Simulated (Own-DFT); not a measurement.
# Stretching a layer in its plane: wurtzite GaN, 72 atoms (Ga36N36)

No measurement is shown. These are fixed-geometry runs of a retired plane-wave code named Own-DFT, which no person has reviewed; spin and spin-orbit coupling are neglected.

Common settings: PBE; PseudoDojo norm-conserving scalar-relativistic files; cutoff 42 hartree; 4 x 4 x 3 k mesh centred on Gamma; Fermi-Dirac smearing of 0.1 eV.

Known weak points: forces not confirmed at this smearing and k mesh; stress not checked against mesh or cutoff.

Unstrained cell vectors in Å: (9.567, 0.000, 0.000); (-4.783, 8.285, 0.000); (0.000, 0.000, 10.370). The unstrained cell has measured lattice constants (interpolated for alloys), not those of this functional. That, the random moves and any unrelaxed bonds set the pressure at no strain. Each run strains x and y alike by e, as a substrate would, and holds the height along z. Each atom got a random Gaussian move of width 0.05 Å along each axis. Stress is positive in tension.

```
e (%),u (Å),(s_xx + s_yy)/2 (GPa),s_zz (GPa)
-2.50,0.048,-23.77,-11.36
-1.25,0.047,?,?
-0.75,0.049,-11.67,-8.52
-0.50,0.047,-9.17,-8.91
-0.25,0.049,-8.87,-7.87
0.25,0.054,-6.27,-7.10
0.75,0.052,-3.23,-8.70
2.00,0.043,2.11,-4.08
2.50,0.052,3.85,-4.70
2.75,0.049,5.48,-5.10
```

## Working it out

With e as a fraction, the in-plane stress is -7.2 + 556 e - 4048 e² GPa (errors 11 and 599, scatter 0.49), and s_zz is -8.0 + 129 e GPa (slope ± 19, scatter 0.91). At e = 0 the first slope is C11 + C12 and the second 2 C13, both with the ions held to the strained lattice and at the cell's own pressure. The term in e² is negative: the layer stiffens under compression and softens under tension. A free layer would change its height as e changes, and the in-plane slope would drop by 2 C13²/C33 to the biaxial modulus. At fixed height, a misfit of 1 % moves the in-plane stress by about 5.6 GPa and s_zz by 1.3 GPa.

## Test on the hidden row

Q: what are the two stresses at e = -1.25 %?

Estimate: -14.8 and -9.6 GPa. The hidden result is -13.21 and -11.62 GPa. The miss is larger than the scatter suggests: chance, or a term that the fit lacks.
